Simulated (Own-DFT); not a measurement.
# What random displacements cost in zincblende GaP, 96 atoms (Ga48P48)

These are calculations, not measurements. They come from Own-DFT, an in-house plane-wave density functional program, since retired, whose code no person has reviewed. Each row is one single-point run on a periodic cell that was not relaxed, without spin or spin-orbit coupling.

Settings of every run: PBE; PseudoDojo norm-conserving scalar-relativistic files; cutoff 42 hartree; 2 x 3 x 3 k mesh centred on Gamma; Fermi-Dirac smearing of 0.1 eV.

Known limits, some of them of some rows only: some atoms lie very close together; forces on such cells moved up to 12 meV/angstrom on a denser k mesh; forces on such cells passed a denser k mesh, each cell not checked; stress not checked against mesh or cutoff.

Cell vectors in Å: (16.352, 0.000, 0.000); (0.000, 10.901, 0.000); (0.000, 0.000, 10.901). In each run every atom was moved at random and independently from its ideal site; u is the rms move along one axis. E is the free energy for each atom above the fitted value at u = 0, and F the rms of the force components.

| run | u (Å) | E (meV/atom) | F (eV/Å) | largest force (eV/Å) | P (GPa) |
|---|---|---|---|---|---|
| 1 | 0.0195 | 6.0 | 0.263 | 0.92 | 2.70 |
| 2 | 0.0195 | 6.4 | 0.272 | 1.10 | 2.71 |
| 3 | 0.0208 | 7.8 | 0.304 | 1.07 | 2.73 |
| 4 | 0.0477 | 43.0 | 0.714 | 2.99 | 3.25 |
| 5 | 0.0479 | ? | ? | ? | ? |
| 6 | 0.1000 | 156.8 | 1.322 | 4.29 | 4.90 |
| 7 | 0.1033 | 183.4 | 1.597 | 6.47 | 5.25 |
| 8 | 0.1044 | 195.0 | 1.700 | 8.42 | 5.40 |
| 9 | 0.1427 | 353.5 | 2.362 | 9.25 | 7.84 |
| 10 | 0.2104 | 759.8 | 3.948 | 19.81 | 13.66 |

## Worked fit

For small independent moves the energy grows as E = (3/2) K u², with K the mean stiffness felt by one atom. The runs with u up to 0.11 Å give K = 11.5 ± 0.4 eV/Å², with residuals divided by u² + 0.0006 Å², since the noise grows with the moves. The scatter is 3.0 meV/atom at u = 0.05 Å. The forces follow F = G u with G = 14.6 eV/Å²; no force at u = 0 is resolved. G exceeds K because the moves of its neighbours add to the force on an atom, and stiffness differs between atoms. At u = 0.210 Å the parabola gives 764 meV/atom and the run 760. The pressure follows P = 2.63 + 244 u² GPa: at fixed volume, shortened bonds push harder than stretched ones pull.

## Withheld run

Question: what energy and rms force should run 5 give?

The fit gives 40 ± 3 meV/atom and about 0.70 eV/Å. The calculation gave 41.3 meV/atom and 0.701 eV/Å.
